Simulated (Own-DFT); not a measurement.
# Point defects and the pressure they add: D0_22 TiAl3

The numbers are computed, not measured, by runs of the plane-wave DFT program Own-DFT (in-house, retired, unreviewed) at fixed positions, with no spin and no spin-orbit coupling.

Common settings: PBEsol; PseudoDojo norm-conserving scalar-relativistic files, made for PBE; cutoff 42 hartree; 4 x 4 x 4 k mesh centred on Gamma; cold (Marzari-Vanderbilt) smearing of 0.2 eV.

Keep in mind: forces on such cells failed a check on a denser k mesh; stress not checked against mesh or cutoff.

All runs share one cell, with vectors in Å (-2.365, -6.981, 4.326); (-7.667, 3.491, 1.442); (-2.950, -3.488, -7.241) and a volume of 625.4 Å³. The atoms are randomly displaced, by u rms on each axis. The defect's site can differ from row to row.

| cell | formula | u (Å) | P (GPa) |
|---|---|---|---|
| no defect | Al30Ti10 | 0.0207 | 0.08 |
| no defect | Al30Ti10 | 0.0212 | 0.09 |
| no defect | Al30Ti10 | 0.0513 | 0.74 |
| two Al on a Ti site each | Al32Ti8 | 0.0296 | 1.21 |
| two Al on a Ti site each | Al32Ti8 | 0.0460 | 1.60 |
| two Al on a Ti site each | Al32Ti8 | 0.0505 | 1.72 |
| two Al vacancies | Al28Ti10 | 0.0318 | ? |
| two Al vacancies | Al28Ti10 | 0.0325 | -0.49 |
| two Al vacancies | Al28Ti10 | 0.0513 | -0.01 |
| two Al vacancies | Al28Ti10 | 0.0547 | -0.23 |
| two Ti on an Al site each | Al28Ti12 | 0.0287 | 1.23 |
| two Ti on an Al site each | Al28Ti12 | 0.0480 | 1.65 |
| two Ti on an Al site each | Al28Ti12 | 0.0525 | 1.71 |

## What the rows give

P = P0 + c u² + a shift for each defect gives P0 = -0.01 GPa, c = 265 ± 32 GPa/Å² and a scatter of 0.10 GPa. The shifts, and each times the cell's volume:

- two Al on a Ti site each: 1.03 ± 0.08 GPa, 4.0 eV (2.0 eV for each of its 2 sites)
- two Ti on an Al site each: 1.02 ± 0.08 GPa, 4.0 eV (2.0 eV for each of its 2 sites)
- two Al vacancies: -0.83 ± 0.08 GPa, -3.2 eV (-1.6 eV for each of its 2 sites)

Positive is outwards. The product with the volume (160.2 GPa Å³ to the eV) is nearly free of the cell's size; divided by the bulk modulus at the cell's pressure it gives the volume that the defect adds. The atoms around the defects weren't relaxed, which would change these numbers.

## Prediction

Q: what pressure belongs in the blank (two Al vacancies, u = 0.0318 Å)?

The fit gives -0.56 ± 0.12 GPa. Computed: -0.60 GPa.
